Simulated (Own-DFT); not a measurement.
## Calculated data, GaP (zincblende, strongly disordered by large displacements)

All values are calculated (Own-DFT development build). A calculation, not a measurement: plane-wave PBE density functional theory by an unreviewed code, no spin, of a simulated periodic cell, stress positive in tension, free energy of the whole cell less one offset for each atom, forces on such cells passed a denser k mesh, this cell's mesh not checked; broken bonds can close the gap or carry spin, so checks made on this kind of crystal may not hold here; offsets are fitted by least squares, one for each functional and potential file, so energies compare only between cells with the same atoms and settings and are not formation energies; the far tail of each file's local potential was reset to the Coulomb form; each entry is a single point on an unrelaxed cell, so the pressure reflects the starting lattice, mostly measured values (interpolated for alloys), from which strain is counted, and rises with the displacements; printed positions are rounded, which can move forces by about a meV/angstrom; the program, named Own-DFT, is a retired in-house code; no spin-orbit coupling.

Common to all runs: functional PBE; potential files PseudoDojo norm-conserving, scalar-relativistic, standard set; wave cutoff 42 hartree; occupations Fermi-Dirac; smearing width 0.1 eV; hardware one NVIDIA H100; k mesh 3 x 3 x 3 centred on Gamma.

```yaml
- entry: 1
  formula: GaP
  kind: "zincblende, strongly disordered by large displacements"
  structure:
    cell_angstrom: [[10.901, 0.0, 0.0], [0.0, 10.901, 0.0], [0.0, 0.0, 10.901]]
    atoms_fractional:
      - [Ga, 0.998, 0.02407, 0.03377]
      - [Ga, 0.98937, 0.24641, 0.27304]
      - [Ga, 0.25908, 0.99415, 0.26203]
      - [Ga, 0.26487, 0.25943, 0.02757]
      - [P, 0.12782, 0.13583, 0.10078]
      - [P, 0.12611, 0.38233, 0.38664]
      - [P, 0.3871, 0.10447, 0.36377]
      - [P, 0.39949, 0.39599, 0.09005]
      - [Ga, 0.0186, 0.01696, 0.46598]
      - [Ga, 0.01398, 0.23927, 0.79312]
      - [Ga, 0.2415, 0.99752, 0.76766]
      - [Ga, 0.28285, 0.23116, 0.51537]
      - [P, 0.13823, 0.10946, 0.6442]
      - [P, 0.11552, 0.38206, 0.88073]
      - [P, 0.38967, 0.14509, 0.86259]
      - [P, 0.35038, 0.37826, 0.63689]
      - [Ga, 0.97753, 0.50268, 0.99017]
      - [Ga, 0.99284, 0.74899, 0.22756]
      - [Ga, 0.25065, 0.51086, 0.23955]
      - [Ga, 0.27591, 0.75202, 0.99764]
      - [P, 0.12781, 0.66725, 0.15345]
      - [P, 0.14158, 0.89047, 0.36032]
      - [P, 0.34128, 0.63845, 0.36439]
      - [P, 0.38755, 0.87173, 0.13615]
      - [Ga, 0.00909, 0.47105, 0.50051]
      - [Ga, 0.02703, 0.75426, 0.7321]
      - [Ga, 0.2105, 0.48853, 0.74055]
      - [Ga, 0.26133, 0.72312, 0.4877]
      - [P, 0.13275, 0.62045, 0.66762]
      - [P, 0.09952, 0.87433, 0.89281]
      - [P, 0.421, 0.64235, 0.88219]
      - [P, 0.38661, 0.90506, 0.61255]
      - [Ga, 0.48086, 0.98171, 0.02903]
      - [Ga, 0.49377, 0.26878, 0.22395]
      - [Ga, 0.74285, 0.01304, 0.26013]
      - [Ga, 0.76113, 0.25854, 0.99817]
      - [P, 0.67361, 0.12789, 0.16037]
      - [P, 0.65791, 0.37853, 0.40357]
      - [P, 0.84798, 0.1312, 0.41706]
      - [P, 0.85654, 0.38206, 0.11913]
      - [Ga, 0.5134, 0.00458, 0.48188]
      - [Ga, 0.51981, 0.25479, 0.72869]
      - [Ga, 0.75992, 0.00013, 0.75111]
      - [Ga, 0.74303, 0.2676, 0.51108]
      - [P, 0.61702, 0.14022, 0.60829]
      - [P, 0.62423, 0.38955, 0.88762]
      - [P, 0.90555, 0.1481, 0.88637]
      - [P, 0.89179, 0.36648, 0.62298]
      - [Ga, 0.49647, 0.52744, 0.00898]
      - [Ga, 0.5112, 0.74347, 0.24972]
      - [Ga, 0.76235, 0.49806, 0.26768]
      - [Ga, 0.7751, 0.76975, 0.00563]
      - [P, 0.62895, 0.63569, 0.11523]
      - [P, 0.63341, 0.8892, 0.39867]
      - [P, 0.8333, 0.60957, 0.37764]
      - [P, 0.90733, 0.87486, 0.14366]
      - [Ga, 0.49063, 0.49987, 0.5117]
      - [Ga, 0.50676, 0.72526, 0.76163]
      - [Ga, 0.76202, 0.50206, 0.73553]
      - [Ga, 0.76609, 0.73343, 0.51881]
      - [P, 0.58927, 0.58753, 0.64367]
      - [P, 0.61242, 0.8645, 0.87651]
      - [P, 0.83646, 0.6226, 0.84255]
      - [P, 0.89628, 0.89883, 0.66745]
  results:
    "free_energy_of_cell_above_offsets [eV]": "12.534"
    "pressure [GPa]": 13.65
    "stress_xx [GPa]": -11.96
    "stress_yy [GPa]": -16.14
    "stress_zz [GPa]": -12.83
    "stress_yz [GPa]": 0.67
    "stress_xz [GPa]": 1.2
    "stress_xy [GPa]": 0.49
    force_element: [Ga, Ga, Ga, Ga, P, P, P, P, Ga, Ga, Ga, Ga, P, P, P, P, Ga, Ga, Ga, Ga, P, P, P, P, Ga, Ga, Ga, Ga, P, P, P, P, Ga, Ga, Ga, Ga, P, P, P, P, Ga, Ga, Ga, Ga, P, P, P, P, Ga, Ga, Ga, Ga, P, P, P, P, Ga, Ga, Ga, Ga, P, P, P, P]
    "force_x [eV/angstrom]": [-2.273, -0.302, 1.048, 0.084, 2.943, 3.625, 0.135, -3.72, -0.294, 5.835, 1.889, -1.88, -1.75, 1.627, -1.094, 2.427, -0.243, -1.707, -1.307, -1.682, 6.37, -3.688, 7.955, -3.8, -2.336, -3.906, 5.409, -4.919, -1.52, 2.396, -9.576, -1.244, 4.542, 1.939, 5.296, -1.818, -6.973, -6.73, 2.982, 2.432, -1.581, -1.869, -3.409, 2.995, 1.87, 0.452, -8.81, -0.749, 4.509, 0.258, -4.684, -1.4, 2.085, 2.937, 7.375, -6.516, -2.404, 4.121, -3.129, -1.638, 4.186, 1.858, 5.461, 1.913]
    "force_y [eV/angstrom]": [-2.998, 0.486, 1.792, -0.05, 1.761, -2.89, 4.362, -2.47, 0.363, 4.185, -1.21, -1.04, 2.333, 0.619, -1.483, 0.169, 1.262, -2.399, -1.592, 0.623, -5.903, -3.984, -5.142, -2.844, 3.707, 2.93, -6.614, 7.035, 4.801, -0.136, -3.429, -2.897, 5.009, -1.68, -8.39, -1.111, 8.351, 4.601, -1.957, 0.791, 1.606, 2.468, 2.079, -2.736, -2.453, -1.291, -6.855, -0.796, 0.556, 0.705, -5.091, -0.449, -0.106, -4.616, 5.97, 6.554, -2.015, 7.051, -5.413, 2.112, 2.381, 2.183, 5.591, -2.396]
    "force_z [eV/angstrom]": [-3.149, -0.745, -4.196, -3.652, 5.369, -3.388, -0.354, 4.377, 2.665, -8.504, 1.22, -0.77, -2.368, 2.775, 2.159, -0.411, -0.096, 8.785, -0.672, -0.296, -5.362, 2.674, -6.106, 3.681, 1.632, 3.465, 4.421, 8.872, -8.915, 0.26, 4.659, 1.486, -5.406, 2.161, 7.241, -0.866, -8.866, -5.384, -2.955, 2.35, 2.617, 3.176, 2.4, 4.887, 0.198, -1.356, 5.16, 2.564, -1.37, 1.511, -6.872, -1.195, 2.071, -2.745, 4.716, -3.515, -3.442, -7.574, -3.28, 1.846, 0.784, 0.85, 5.574, -4.796]
    "wall_time [s]": 555.1
- entry: 2
  formula: GaP
  kind: "zincblende, strongly disordered by large displacements"
  structure:
    cell_angstrom: [[10.901, 0.0, 0.0], [0.0, 10.901, 0.0], [0.0, 0.0, 10.901]]
    atoms_fractional:
      - [Ga, 0.99755, 0.03372, 0.99135]
      - [Ga, 0.98523, 0.26071, 0.22625]
      - [Ga, 0.20022, 0.01949, 0.2724]
      - [Ga, 0.1944, 0.31258, 0.01834]
      - [P, 0.16603, 0.13798, 0.13296]
      - [P, 0.11432, 0.33957, 0.36255]
      - [P, 0.44369, 0.12093, 0.37634]
      - [P, 0.3821, 0.36609, 0.09707]
      - [Ga, 0.96044, 0.98972, 0.49744]
      - [Ga, 0.98285, 0.25137, 0.77941]
      - [Ga, 0.2676, 0.03744, 0.76309]
      - [Ga, 0.23671, 0.23696, 0.52931]
      - [P, 0.1207, 0.14366, 0.62751]
      - [P, 0.10059, 0.40718, 0.8818]
      - [P, 0.38563, 0.1473, 0.89935]
      - [P, 0.38818, 0.3673, 0.62566]
      - [Ga, 0.96129, 0.47378, 0.01444]
      - [Ga, 0.02853, 0.75634, 0.24256]
      - [Ga, 0.2542, 0.53189, 0.23647]
      - [Ga, 0.15533, 0.71611, 0.97851]
      - [P, 0.09451, 0.59099, 0.11115]
      - [P, 0.11071, 0.88121, 0.42428]
      - [P, 0.36587, 0.5973, 0.37522]
      - [P, 0.38315, 0.92232, 0.15218]
      - [Ga, 0.04156, 0.51615, 0.50144]
      - [Ga, 0.96262, 0.76557, 0.75805]
      - [Ga, 0.23758, 0.51426, 0.79753]
      - [Ga, 0.27228, 0.76676, 0.44716]
      - [P, 0.09805, 0.62482, 0.63108]
      - [P, 0.1177, 0.83468, 0.84616]
      - [P, 0.45532, 0.62915, 0.84218]
      - [P, 0.38587, 0.82809, 0.68108]
      - [Ga, 0.48187, 0.03575, 0.0563]
      - [Ga, 0.57916, 0.29263, 0.25866]
      - [Ga, 0.74881, 0.00094, 0.26652]
      - [Ga, 0.75323, 0.23195, 0.004]
      - [P, 0.63089, 0.12672, 0.081]
      - [P, 0.61336, 0.41991, 0.40574]
      - [P, 0.8909, 0.17854, 0.35337]
      - [P, 0.93851, 0.44223, 0.1882]
      - [Ga, 0.48717, 0.96909, 0.4592]
      - [Ga, 0.55966, 0.20979, 0.75294]
      - [Ga, 0.72294, 0.98537, 0.75128]
      - [Ga, 0.76737, 0.25299, 0.48621]
      - [P, 0.62843, 0.12863, 0.60377]
      - [P, 0.62145, 0.34656, 0.90862]
      - [P, 0.89839, 0.13368, 0.88188]
      - [P, 0.898, 0.39459, 0.66932]
      - [Ga, 0.50483, 0.4798, 0.97933]
      - [Ga, 0.51615, 0.73403, 0.26487]
      - [Ga, 0.74081, 0.51566, 0.24176]
      - [Ga, 0.73511, 0.75397, 0.04034]
      - [P, 0.65685, 0.65245, 0.16204]
      - [P, 0.62247, 0.83027, 0.3709]
      - [P, 0.89043, 0.62144, 0.43286]
      - [P, 0.87, 0.87515, 0.09152]
      - [Ga, 0.48274, 0.4765, 0.51319]
      - [Ga, 0.53384, 0.75994, 0.75367]
      - [Ga, 0.80858, 0.52195, 0.79636]
      - [Ga, 0.76466, 0.76257, 0.52304]
      - [P, 0.64448, 0.6122, 0.62759]
      - [P, 0.68678, 0.85119, 0.9011]
      - [P, 0.94776, 0.64248, 0.88198]
      - [P, 0.9059, 0.8452, 0.60888]
  results:
    "free_energy_of_cell_above_offsets [eV]": "34.426"
    "pressure [GPa]": 17.65
    "stress_xx [GPa]": -14.97
    "stress_yy [GPa]": -18.73
    "stress_zz [GPa]": -19.24
    "stress_yz [GPa]": 8.07
    "stress_xz [GPa]": 0.88
    "stress_xy [GPa]": -2.4
    force_element: [Ga, Ga, Ga, Ga, P, P, P, P, Ga, Ga, Ga, Ga, P, P, P, P, Ga, Ga, Ga, Ga, P, P, P, P, Ga, Ga, Ga, Ga, P, P, P, P, Ga, Ga, Ga, Ga, P, P, P, P, Ga, Ga, Ga, Ga, P, P, P, P, Ga, Ga, Ga, Ga, P, P, P, P, Ga, Ga, Ga, Ga, P, P, P, P]
    "force_x [eV/angstrom]": [4.424, 4.017, 2.288, 2.812, -3.308, 2.622, -2.963, -0.386, 0.221, 4.391, -0.208, 4.853, -4.514, -2.114, 0.089, -3.39, -1.374, -1.759, -1.456, 2.789, 2.028, 0.987, 2.218, -3.927, -0.921, 0.6, 2.997, 1.215, 4.318, 2.672, -5.243, -6.699, -2.862, -1.83, 0.002, 5.098, 2.861, 7.209, -3.244, -3.298, 1.337, -3.693, 1.558, -1.382, 1.972, 2.76, -7.256, -0.737, -1.541, -7.121, 3.408, 2.956, -4.398, 5.142, -1.433, 4.272, -2.08, 9.171, -3.133, -4.359, 0.265, -3.711, -1.926, -1.283]
    "force_y [eV/angstrom]": [-5.048, -0.922, -3.058, -1.716, 2.078, 2.394, 6.002, 0.946, 4.884, 3.76, -1.6, 4.294, -4.787, -1.856, 0.309, -3.317, 0.224, 0.285, -3.515, -1.098, 0.934, 0.045, 2.121, -5.482, -6.199, 1.493, 2.815, -0.385, 3.762, 7.13, -6.623, 4.447, 0.063, -2.683, -0.045, 2.952, -0.413, -1.723, -6.254, 1.262, -5.396, 2.999, 0.646, 2.401, -3.41, -0.188, -1.249, -0.829, 2.864, -1.949, -4.542, -1.902, -1.807, 5.124, 0.489, 3.31, 5.218, 3.042, -0.562, -2.717, -0.083, 3.66, -4.533, 3.937]
    "force_z [eV/angstrom]": [4.647, -5.037, 3.391, 1.65, -3.771, 2.255, -2.941, 2.372, -0.887, -4.347, -0.419, -4.672, 4.353, -1.281, -0.971, 4.361, -6.755, 0.641, -2.656, 1.556, 3.723, -3.007, 1.282, 4.219, -4.083, -1.712, -3.137, 2.582, 4.898, -1.814, 4.641, -4.709, -4.797, -2.39, -1.265, -1.991, 6.342, -3.464, 4.007, 6.005, 3.989, 4.345, -0.765, 2.646, -3.967, -3.004, -0.503, -3.478, 0.997, -2.769, 4.252, -0.833, -0.762, 5.011, -3.702, 3.541, 1.873, -0.845, -0.594, -2.2, 0.781, -6.126, 5.94, -0.646]
    "wall_time [s]": 656.8
- entry: 3
  formula: GaP
  kind: "zincblende, strongly disordered by large displacements"
  structure:
    cell_angstrom: [[10.901, 0.0, 0.0], [0.0, 10.901, 0.0], [0.0, 0.0, 10.901]]
    atoms_fractional:
      - [Ga, 0.99647, 0.9609, 0.03938]
      - [Ga, 0.03438, 0.25526, 0.25303]
      - [Ga, 0.29428, 0.00764, 0.22489]
      - [Ga, 0.23616, 0.26732, 0.03413]
      - [P, 0.10957, 0.11027, 0.09789]
      - [P, 0.0639, 0.37746, 0.38706]
      - [P, 0.44173, 0.13028, 0.37789]
      - [P, 0.38557, 0.32111, 0.13027]
      - [Ga, 0.96783, 0.00871, 0.50992]
      - [Ga, 0.01367, 0.20987, 0.78897]
      - [Ga, 0.29453, 0.97392, 0.77575]
      - [Ga, 0.30614, 0.20041, 0.49617]
      - [P, 0.10448, 0.1175, 0.60529]
      - [P, 0.13876, 0.34556, 0.82622]
      - [P, 0.38386, 0.152, 0.91609]
      - [P, 0.39575, 0.36853, 0.66028]
      - [Ga, 0.96988, 0.49079, 0.01948]
      - [Ga, 0.99363, 0.74542, 0.27658]
      - [Ga, 0.22983, 0.45529, 0.20622]
      - [Ga, 0.24052, 0.72102, 0.99424]
      - [P, 0.09645, 0.56715, 0.14738]
      - [P, 0.15329, 0.84656, 0.39939]
      - [P, 0.40844, 0.62321, 0.3465]
      - [P, 0.31559, 0.86095, 0.11848]
      - [Ga, 0.08854, 0.53296, 0.47741]
      - [Ga, 0.99441, 0.79186, 0.7454]
      - [Ga, 0.27031, 0.52563, 0.78132]
      - [Ga, 0.25126, 0.7506, 0.5187]
      - [P, 0.18706, 0.6145, 0.62418]
      - [P, 0.12305, 0.90917, 0.80419]
      - [P, 0.38418, 0.62525, 0.93134]
      - [P, 0.40094, 0.8738, 0.665]
      - [Ga, 0.4874, 0.99796, 0.01026]
      - [Ga, 0.52059, 0.24985, 0.25268]
      - [Ga, 0.77482, 0.975, 0.2468]
      - [Ga, 0.69879, 0.25155, 0.98037]
      - [P, 0.611, 0.08706, 0.11178]
      - [P, 0.63013, 0.3759, 0.38588]
      - [P, 0.86054, 0.14556, 0.39199]
      - [P, 0.86679, 0.39016, 0.13356]
      - [Ga, 0.44351, 0.04354, 0.53988]
      - [Ga, 0.4928, 0.19632, 0.77767]
      - [Ga, 0.77724, 0.01702, 0.76757]
      - [Ga, 0.72442, 0.28517, 0.51489]
      - [P, 0.63748, 0.17619, 0.66619]
      - [P, 0.56873, 0.32774, 0.87879]
      - [P, 0.86603, 0.14466, 0.87683]
      - [P, 0.81887, 0.41235, 0.61825]
      - [Ga, 0.46869, 0.48413, 0.03277]
      - [Ga, 0.51946, 0.78474, 0.27628]
      - [Ga, 0.71604, 0.52221, 0.2455]
      - [Ga, 0.75573, 0.74812, 0.00213]
      - [P, 0.62984, 0.63497, 0.07365]
      - [P, 0.61035, 0.87457, 0.40832]
      - [P, 0.86946, 0.64286, 0.36505]
      - [P, 0.87947, 0.83674, 0.13221]
      - [Ga, 0.46141, 0.53897, 0.50098]
      - [Ga, 0.46812, 0.75391, 0.78699]
      - [Ga, 0.76706, 0.46742, 0.84888]
      - [Ga, 0.74899, 0.70176, 0.5227]
      - [P, 0.6045, 0.61526, 0.6237]
      - [P, 0.6207, 0.86559, 0.92796]
      - [P, 0.88602, 0.61036, 0.84421]
      - [P, 0.88754, 0.85433, 0.569]
  results:
    "free_energy_of_cell_above_offsets [eV]": "28.264"
    "pressure [GPa]": 15.49
    "stress_xx [GPa]": -15.47
    "stress_yy [GPa]": -16.37
    "stress_zz [GPa]": -14.64
    "stress_yz [GPa]": 1.61
    "stress_xz [GPa]": -2.01
    "stress_xy [GPa]": -4.28
    force_element: [Ga, Ga, Ga, Ga, P, P, P, P, Ga, Ga, Ga, Ga, P, P, P, P, Ga, Ga, Ga, Ga, P, P, P, P, Ga, Ga, Ga, Ga, P, P, P, P, Ga, Ga, Ga, Ga, P, P, P, P, Ga, Ga, Ga, Ga, P, P, P, P, Ga, Ga, Ga, Ga, P, P, P, P, Ga, Ga, Ga, Ga, P, P, P, P]
    "force_x [eV/angstrom]": [0.654, -2.685, -1.762, -4.48, 1.739, 1.419, -1.192, 0.967, 1.678, 1.751, 0.294, -4.304, 1.914, 2.593, -4.39, -0.839, 1.606, 4.922, 3.803, -5.851, -0.935, -3.479, -3.399, 3.2, -1.36, -3.137, 0.504, 5.203, -2.272, -1.407, 1.862, 0.616, -4.103, 4.011, -2.199, 4.903, 5.033, -3.604, 0.252, -3.847, 2.909, -3.075, -2.73, 1.625, 3.198, -0.287, -1.708, 2.439, 2.766, -2.394, 1.085, 4.513, -4.169, 3.422, -3.126, 0.105, 1.548, 4.408, -3.754, 0.19, -0.206, -1.108, 3.023, -2.355]
    "force_y [eV/angstrom]": [0.719, -3.467, 4.023, -1.321, 1.767, -1.427, -1.616, 3.084, 2.787, -0.324, 5.224, 3.508, 0.932, 3.346, -3.44, 0.424, 1.773, 1.694, -2.091, 1.931, 5.786, 4.226, 1.111, -2.792, 2.756, -3.768, -2.79, 1.023, -1.395, 1.325, -1.244, -0.198, -3.002, 0.678, 1.909, -2.527, 3.512, 3.43, -0.708, -4.149, -3.496, -1.286, -2.973, -4.327, -3.639, 9.419, -0.223, 3.167, -1.816, -2.399, -0.207, -0.183, -3.867, 2.677, -4.133, -0.15, -3.845, -3.177, -3.927, 1.632, -0.661, 1.447, 4.591, -3.334]
    "force_z [eV/angstrom]": [-3.459, -3.395, 3.594, -4.522, 2.683, 1.183, -4.892, 2.128, -2.459, -3.866, 2.816, 3.114, 1.288, 2.81, 1.859, -1.438, -5.306, -1.143, 3.257, 1.673, -1.074, -4.548, -3.898, -1.763, 0.728, -2.027, 0.252, 0.44, 3.232, 4.26, -3.585, -7.078, -1.566, -1.072, 1.784, 4.588, 4.432, -4.229, -1.894, 2.259, 5.077, -5.405, -2.665, 0.654, -3.068, 1.63, 5.07, 2.958, 0.303, -4.102, -0.09, -2.859, 4.367, 2.564, 2.396, 0.9, 3.364, 2.773, -1.798, -1.205, 3.113, -4.108, 1.244, 3.718]
    "wall_time [s]": 601.8
```
